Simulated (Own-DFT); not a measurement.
# One host, several defects: L1_0 TiAl

Calculated, not measured: single-point runs of Own-DFT, a retired in-house plane-wave DFT program that no person has reviewed, on unrelaxed cells, without spin or spin-orbit coupling.

Settings: PBE; PseudoDojo norm-conserving scalar-relativistic files; cutoff 42 hartree; 4 x 4 x 4 k mesh centred on Gamma; cold (Marzari-Vanderbilt) smearing of 0.2 eV.

Limits: forces on such cells failed a check on a denser k mesh; stress not checked against mesh or cutoff.

All runs share one cell, with vectors in Å (5.622, 5.622, 0.000); (-5.622, 5.622, 0.000); (0.000, 0.000, 8.133) and a volume of 514.0 Å³. u is the rms random offset of the atoms per axis. The defect's site can differ from row to row.

| cell | formula | u (Å) | P (GPa) |
|---|---|---|---|
| no defect | Al16Ti16 | 0.0216 | 1.19 |
| no defect | Al16Ti16 | 0.0500 | 1.69 |
| no defect | Al16Ti16 | 0.0501 | 1.75 |
| one Ti vacancy | Al16Ti15 | 0.0271 | 0.38 |
| one Ti vacancy | Al16Ti15 | 0.0319 | 0.41 |
| one Ti vacancy | Al16Ti15 | 0.0342 | 0.65 |
| two Al vacancies | Al14Ti16 | 0.0271 | -0.66 |
| two Al vacancies | Al14Ti16 | 0.0310 | -0.55 |
| two Al vacancies | Al14Ti16 | 0.0444 | -0.57 |
| two Al vacancies | Al14Ti16 | 0.0490 | ? |

## Worked fit

P = P0 + c u² + a shift for each defect gives P0 = 1.15 GPa, c = 216 ± 58 GPa/Å² and a scatter of 0.11 GPa. The shifts, and each times the cell's volume:

- one Ti vacancy: -0.88 ± 0.10 GPa, -2.8 eV
- two Al vacancies: -2.01 ± 0.10 GPa, -6.4 eV (-3.2 eV for each of its 2 sites)

Positive is outwards. The product with the volume (160.2 GPa Å³ to the eV) is nearly free of the cell's size; divided by the bulk modulus at the cell's pressure it gives the volume that the defect adds. The atoms around the defects weren't relaxed, which would change these numbers.

## The run left out

The question: what pressure belongs in the blank (two Al vacancies, u = 0.0490 Å)?

From the fit: -0.34 ± 0.15 GPa. Computed: -0.35 GPa.
